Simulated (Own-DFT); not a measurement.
## Calculated data, Hf$_{32}$O$_{63}$ (monoclinic hafnia with one vacancy, atoms displaced), Hf$_{31}$O$_{64}$ (monoclinic hafnia with one vacancy, atoms displaced)

Computed with Own-DFT development build. A calculation, not a measurement: plane-wave PBE density functional theory by an unreviewed code, no spin, of a simulated periodic cell, stress positive in tension, free energy of the whole cell less one offset for each atom, defect cell not probed for a lower state with spin; hafnium file: forces about 75 meV/angstrom off all-electron values; oxygen file: force components 24 meV/angstrom off all-electron in one glass; forces on such cells passed a denser k mesh, this cell's mesh not checked; offsets are fitted by least squares, one for each functional and potential file, so energies compare only between cells with the same atoms and settings and are not formation energies; the far tail of each file's local potential was reset to the Coulomb form; each entry is a single point on an unrelaxed cell, so the pressure reflects the starting lattice, mostly measured values, from which strain is counted, and rises with the displacements; printed positions are rounded, which can move forces by about a meV/angstrom; the program is a retired in-house code; no spin-orbit coupling; before rounding, a Quantum ESPRESSO 7.3.1 run of the same cell and cutoff gave forces within 1 meV/angstrom rms on each cell, which checks the program and not the settings.

Settings shared by all entries: functional PBE; potential files PseudoDojo norm-conserving, scalar-relativistic, standard set; wave cutoff 72 hartree; occupations Fermi-Dirac; smearing width 0.1 eV; k mesh 2 x 2 x 2 centred on Gamma.

(1) Hf$_{32}$O$_{63}$ (monoclinic hafnia with one vacancy, atoms displaced)

```
Hf32O63
1.0
     10.2340     0.0000     0.0000
      0.0000    10.3500     0.0000
     -1.6955     0.0000    10.4453
Hf O Hf O Hf O Hf O Hf O Hf O Hf O Hf O
4 8 4 7 4 8 4 8 4 8 4 8 4 8 4 8
Direct
  0.14458 0.01302 0.10881
  0.36904 0.26535 0.13848
  0.36830 0.48946 0.39487
  0.14093 0.22618 0.35686
  0.03823 0.16963 0.17499
  0.44887 0.43013 0.07817
  0.44778 0.33654 0.31024
  0.05079 0.08508 0.42195
  0.22914 0.38188 0.23917
  0.28812 0.12856 0.01443
  0.27353 0.13357 0.25648
  0.22094 0.37387 0.49237
  0.13584 0.01892 0.60407
  0.35186 0.27668 0.63890
  0.36865 0.48121 0.89311
  0.13223 0.24018 0.85232
  0.03549 0.16467 0.67055
  0.45461 0.34515 0.82341
  0.04157 0.08349 0.92163
  0.22997 0.37108 0.75811
  0.26590 0.12287 0.50347
  0.26904 0.12923 0.76532
  0.22903 0.37238 0.98549
  0.13870 0.52383 0.09850
  0.34397 0.76987 0.14394
  0.36602 0.96924 0.39085
  0.14087 0.73552 0.34734
  0.04732 0.67757 0.17848
  0.45900 0.91666 0.07919
  0.46687 0.82876 0.34268
  0.04454 0.58369 0.41382
  0.22934 0.87917 0.24637
  0.26490 0.61508 0.01160
  0.26208 0.61286 0.25584
  0.23329 0.87478 0.48767
  0.13926 0.51927 0.60201
  0.36691 0.76640 0.63933
  0.36016 0.98775 0.89289
  0.13484 0.73972 0.85953
  0.03950 0.66749 0.66612
  0.46145 0.91947 0.58893
  0.46521 0.82064 0.83259
  0.03355 0.58657 0.92338
  0.23314 0.86725 0.74468
  0.27795 0.62483 0.50486
  0.26858 0.62176 0.76375
  0.22737 0.87877 0.98984
  0.64473 0.01305 0.10438
  0.86409 0.27266 0.13886
  0.85749 0.47400 0.39860
  0.64310 0.23505 0.36015
  0.53838 0.16685 0.16381
  0.96350 0.42839 0.07341
  0.95829 0.34726 0.33002
  0.53118 0.08442 0.44688
  0.72769 0.37307 0.24306
  0.78262 0.13284 0.01296
  0.78038 0.11532 0.25996
  0.73397 0.36902 0.49222
  0.62830 0.01922 0.59491
  0.84869 0.26851 0.64543
  0.86743 0.48494 0.89604
  0.64165 0.22240 0.85195
  0.53394 0.16398 0.67285
  0.96724 0.41091 0.57886
  0.95540 0.33614 0.84205
  0.52756 0.07952 0.91283
  0.72611 0.37175 0.73380
  0.77398 0.12468 0.50486
  0.79208 0.13397 0.77168
  0.71842 0.37306 0.98298
  0.63071 0.52070 0.10862
  0.85269 0.75675 0.14327
  0.86355 0.98422 0.39477
  0.64385 0.72881 0.36735
  0.55514 0.67014 0.17396
  0.96240 0.91839 0.07569
  0.94997 0.82957 0.32458
  0.52522 0.58195 0.41855
  0.70931 0.87255 0.22941
  0.77743 0.63564 0.00440
  0.77938 0.62742 0.25195
  0.70719 0.85549 0.49256
  0.63304 0.52106 0.60551
  0.87841 0.77219 0.64516
  0.85426 0.99078 0.90994
  0.64286 0.73557 0.84751
  0.55046 0.66913 0.67686
  0.95267 0.92228 0.57082
  0.97573 0.83801 0.82806
  0.53859 0.58307 0.92414
  0.73282 0.88108 0.74493
  0.77197 0.63237 0.51752
  0.78036 0.62228 0.75700
  0.72233 0.86928 0.99629
```

```
stress zz : —
```

(2) Hf$_{31}$O$_{64}$ (monoclinic hafnia with one vacancy, atoms displaced)

```
Hf31O64
1.0
     10.2340     0.0000     0.0000
      0.0000    10.3500     0.0000
     -1.6955     0.0000    10.4453
Hf O Hf O Hf O Hf O Hf O Hf O Hf O Hf O
4 8 3 8 4 8 4 8 4 8 4 8 4 8 4 8
Direct
  0.12425 0.01844 0.09710
  0.35970 0.26942 0.14506
  0.35357 0.48145 0.39834
  0.13370 0.21515 0.35611
  0.03968 0.17214 0.16419
  0.46507 0.41180 0.08319
  0.45852 0.33892 0.30982
  0.04330 0.08764 0.42320
  0.22393 0.38965 0.24438
  0.27868 0.13153 0.01736
  0.27593 0.12248 0.24841
  0.22110 0.37543 0.49271
  0.35638 0.26761 0.66121
  0.36220 0.48078 0.88546
  0.15383 0.22989 0.85924
  0.04531 0.16122 0.67566
  0.45399 0.41966 0.56397
  0.46231 0.33878 0.83633
  0.03981 0.08769 0.92337
  0.22801 0.37625 0.73712
  0.28126 0.13390 0.50127
  0.28033 0.11960 0.75738
  0.22215 0.37228 0.98427
  0.14011 0.52649 0.10777
  0.35298 0.77840 0.14624
  0.35961 0.97782 0.39401
  0.13755 0.73911 0.34529
  0.02357 0.66073 0.16310
  0.47617 0.90778 0.08049
  0.44515 0.83950 0.33547
  0.03892 0.58714 0.42798
  0.21208 0.87717 0.24763
  0.29050 0.63791 0.02194
  0.27146 0.62532 0.25866
  0.21022 0.87687 0.48967
  0.12913 0.50914 0.60009
  0.36960 0.76927 0.64139
  0.35566 0.97302 0.91176
  0.14121 0.72845 0.85587
  0.03683 0.65045 0.66589
  0.45976 0.91846 0.58505
  0.46325 0.84042 0.82405
  0.04149 0.59029 0.93207
  0.21286 0.88066 0.73269
  0.26913 0.62373 0.50754
  0.26767 0.62735 0.76244
  0.22656 0.86196 0.00037
  0.63186 0.02662 0.10289
  0.87762 0.26692 0.14565
  0.87348 0.48590 0.39085
  0.63939 0.23957 0.34210
  0.53966 0.16586 0.19183
  0.96049 0.41864 0.07837
  0.95788 0.31603 0.33098
  0.53272 0.08368 0.42226
  0.72991 0.36860 0.25560
  0.76875 0.12253 0.01432
  0.78422 0.12168 0.26618
  0.71736 0.36117 0.48103
  0.62977 0.02432 0.59520
  0.85722 0.26732 0.63996
  0.85704 0.48367 0.89377
  0.64726 0.22951 0.85030
  0.52357 0.16005 0.66971
  0.97507 0.43292 0.57591
  0.94612 0.33332 0.83047
  0.54148 0.08478 0.90806
  0.74294 0.37003 0.74176
  0.78700 0.13696 0.51874
  0.77058 0.12304 0.76081
  0.73025 0.36260 0.99309
  0.64514 0.52453 0.10772
  0.86429 0.77940 0.14501
  0.86259 0.97888 0.40911
  0.63261 0.73442 0.34346
  0.53850 0.65984 0.15956
  0.96582 0.90234 0.07207
  0.96830 0.84271 0.32810
  0.53476 0.57747 0.42006
  0.72794 0.87766 0.24576
  0.78365 0.63222 0.02504
  0.79160 0.62012 0.26069
  0.72084 0.87427 0.50376
  0.63226 0.53401 0.59944
  0.87732 0.75590 0.64780
  0.85626 0.97151 0.90128
  0.63352 0.72834 0.85288
  0.53307 0.66764 0.66879
  0.97535 0.92142 0.57630
  0.97280 0.82098 0.81688
  0.53079 0.57746 0.93989
  0.72836 0.86858 0.72155
  0.77433 0.62234 0.50460
  0.78782 0.61216 0.75793
  0.72004 0.85957 0.98736
```

```
pressure : —
```

Q: Give the missing stress zz for Hf$_{32}$O$_{63}$ (monoclinic hafnia with one vacancy, atoms displaced) (entry 1).
A: -6.55 GPa

Q: Estimate the pressure of Hf$_{31}$O$_{64}$ (monoclinic hafnia with one vacancy, atoms displaced) (entry 2).
A: 7.9 GPa

Further results for Hf$_{32}$O$_{63}$ (monoclinic hafnia with one vacancy, atoms displaced) (entry 1):

```
free energy of cell above offsets : -84.225 eV
pressure                          : 7.07 GPa
stress xx                         : -7.43 GPa
stress yy                         : -7.22 GPa
stress yz                         : -0.81 GPa
stress xz                         : -1.08 GPa
stress xy                         : 0.02 GPa
```

Force:
```csv
element,x (eV/Å),y (eV/Å),z (eV/Å)
Hf,-1.563,3.26,-1.802
Hf,-2.133,1.95,-0.119
Hf,-3.903,-3.617,-1.494
Hf,1,3.135,-1.827
O,-0.789,-0.203,-0.454
O,2.062,-0.013,0.784
O,3.731,-0.745,3.274
O,-3.975,-2.558,-0.138
O,-1.389,-0.058,-0.538
O,-1.134,-1.321,-0.842
O,0.608,-2.582,0.633
O,0.896,-0.568,0.585
Hf,0.615,0.727,1.062
Hf,0.76,-0.896,1.288
Hf,-1.921,1.747,0.807
Hf,-0.183,-1.114,1.359
O,-0.889,0.446,-0.327
O,3.747,-3.286,-1.531
O,-0.556,-0.524,0.865
O,-0.774,1.604,-3.989
O,1.721,1.081,1.679
O,0.805,-1.326,-1.054
O,-1.169,-0.595,0.481
Hf,-0.568,-2.784,2.185
Hf,4.036,-1.352,-0.904
Hf,-0.965,3.221,1.853
Hf,-2.311,-2.016,2.114
O,-1.512,0.244,-2.29
O,0.068,-0.258,0.711
O,0.087,-1.158,-1.239
O,-1.237,-0.326,1.151
O,-0.144,0.372,-1.186
O,2.105,4.025,0.009
O,2.13,2.252,0.495
O,-0.881,-0.798,0.081
Hf,-0.282,0.109,0.018
Hf,-1.003,-0.444,2.283
Hf,-0.136,-1.368,-0.084
Hf,1.573,-2.12,-0.752
O,-0.215,0.368,0.136
O,0.05,-0.287,-0.627
O,-0.281,0.963,-0.408
O,0.152,0.889,-0.784
O,-0.533,1.706,-1.415
O,0.352,1.123,0.91
O,0.701,-0.461,-0.899
O,-0.86,-1.298,0.958
Hf,-2.296,0.028,0.37
Hf,1.003,1.579,1.231
Hf,2.222,2.617,-0.288
Hf,-1.744,-0.587,-2.188
O,1.331,-0.356,1.202
O,-1.167,-1.397,1.225
O,1.931,-2.605,-1.009
O,-0.675,2.004,-5.26
O,-1.234,0.289,-0.15
O,-1.297,-0.497,-0.18
O,-0.481,0.889,-0.071
O,-1.965,-0.202,-0.447
Hf,1.716,-1.488,4.38
Hf,3.286,-0.216,0.484
Hf,-2.028,0.847,-0.261
Hf,-1.559,2.087,-0.178
O,-0.161,0.998,0.486
O,0.024,0.404,0.29
O,1.553,-1.662,-1.666
O,2.432,0.844,0.596
O,-1.817,1.438,-0.158
O,-0.181,0.517,0.39
O,-1.189,-0.969,-0.525
O,0.29,-0.675,0.494
Hf,0.266,-0.365,-2.021
Hf,1.42,2.126,0.158
Hf,0.611,-1.13,-1.191
Hf,-0.005,-1.19,-3.498
O,-3.405,1.306,0.355
O,0.563,-0.079,0.846
O,0.919,0.664,0.952
O,3.338,1.225,1.169
O,0.511,0.388,1.826
O,-0.246,-1.082,-0.17
O,-0.083,-2.289,2.354
O,1.422,3.416,1.136
Hf,1.159,-0.358,0.739
Hf,-2.678,-0.757,1.376
Hf,3.25,-1.962,-1.915
Hf,-0.017,-0.528,1.825
O,-1.876,-0.158,-1.932
O,1.423,0.809,0.159
O,-1.619,0.897,-0.502
O,0.667,0.365,0.012
O,-0.033,0.656,0.108
O,0.095,-1.439,-0.937
O,0.279,-0.495,0.187
O,0.152,0.949,-0.818
```

Further results for Hf$_{31}$O$_{64}$ (monoclinic hafnia with one vacancy, atoms displaced) (entry 2):

```
free energy of cell above offsets : -66.877 eV
stress xx                         : -8.47 GPa
stress yy                         : -7.81 GPa
stress zz                         : -7.44 GPa
stress yz                         : -0.66 GPa
stress xz                         : 0.16 GPa
stress xy                         : 0.36 GPa
```

Force:
```csv
element,x (eV/Å),y (eV/Å),z (eV/Å)
Hf,2.129,1.325,1.424
Hf,-0.28,2.015,0.858
Hf,-0.355,-0.72,-1.09
Hf,2.887,2.958,0.842
O,0.993,-1.499,-0.069
O,0.686,0.352,-0.824
O,0.641,0.351,2.016
O,-2.626,-2.136,0.002
O,-0.488,-0.915,-1.021
O,0.044,-1.933,-1.76
O,-0.578,-1.385,0.93
O,-0.33,-1.528,-0.776
Hf,0.879,-1.69,-4.013
Hf,-1.58,0.967,2.892
Hf,-2.123,-1.002,-2.377
O,-1.335,1.73,0.6
O,1.646,-0.427,2.648
O,1.857,-1.329,-1.032
O,-1.431,-1.414,0.202
O,-1.39,0.65,1.382
O,0.63,0.627,-0.071
O,0.137,0.257,2.511
O,0.283,0.721,0.434
Hf,0.325,-0.977,-0.13
Hf,0.704,-2.398,1.442
Hf,-3.715,4.186,2.786
Hf,-0.859,-1.42,3.327
O,0.513,1.046,1.395
O,-0.985,0.336,-0.403
O,4.409,-4.352,-1.876
O,-0.364,0.513,-2.155
O,0.84,1.574,-2.645
O,-0.881,-1.324,-1.228
O,0.311,0.855,-0.21
O,1.807,-1.449,-0.724
Hf,7.331,2.586,0.804
Hf,-5.256,1.841,-0.447
Hf,1.27,1.558,-4.494
Hf,1.095,-0.246,-1.069
O,-1.056,2.125,1.778
O,0.743,0.222,-1.09
O,0.678,-1.116,0.758
O,-0.643,-0.719,-1.01
O,1.383,-1.209,2.206
O,1.334,1.601,0.218
O,1.744,-1.061,0.204
O,-0.722,1.909,-0.429
Hf,0.97,0.794,1.064
Hf,-3.254,1.086,0.168
Hf,-1.107,-1.502,0.597
Hf,-0.103,-1.018,3.643
O,-1.179,-2.323,-4.876
O,1.156,0.576,0.374
O,0.763,1.218,0.336
O,0.435,-0.105,-0.011
O,0.883,2.928,-3.446
O,1.638,-0.551,-0.453
O,-0.297,-0.883,-0.621
O,0.889,2.44,2.847
Hf,0.234,-0.096,1.27
Hf,2.633,1.113,0.881
Hf,1.497,-1.494,1.949
Hf,-1.08,0.409,0.334
O,0.86,1.155,0.825
O,-7.531,-5.396,-0.553
O,3.522,-1.095,0.446
O,-1.746,-1.334,2.202
O,-3.832,1.911,-1.098
O,-1.133,-2.738,-1.639
O,0.86,-1.457,0.164
O,-0.597,0.795,-0.48
Hf,0.204,-2.924,0.568
Hf,-1.948,-3.144,2.225
Hf,1.354,0.975,0.237
Hf,0.327,-0.973,1.159
O,-1.234,2.813,2.849
O,1.281,2.349,-1.568
O,-0.494,-0.238,-0.788
O,0.646,1.919,-0.68
O,-1.026,0.234,-0.555
O,-0.814,-0.733,-2.443
O,-1.672,0.575,0.082
O,0.669,-0.953,-3.022
Hf,0.99,-4.049,-1.704
Hf,-0.444,2.272,-1.701
Hf,0.454,0.696,-3.225
Hf,-0.185,0.26,0.218
O,0.692,-0.116,1.382
O,-1.328,-1.325,0.337
O,-1.978,2.143,1.73
O,2.067,1.981,-2.809
O,-0.671,0.192,3.51
O,-0.223,0.771,0.033
O,-1.87,1.3,-0.327
O,0.415,1.486,-0.145
```
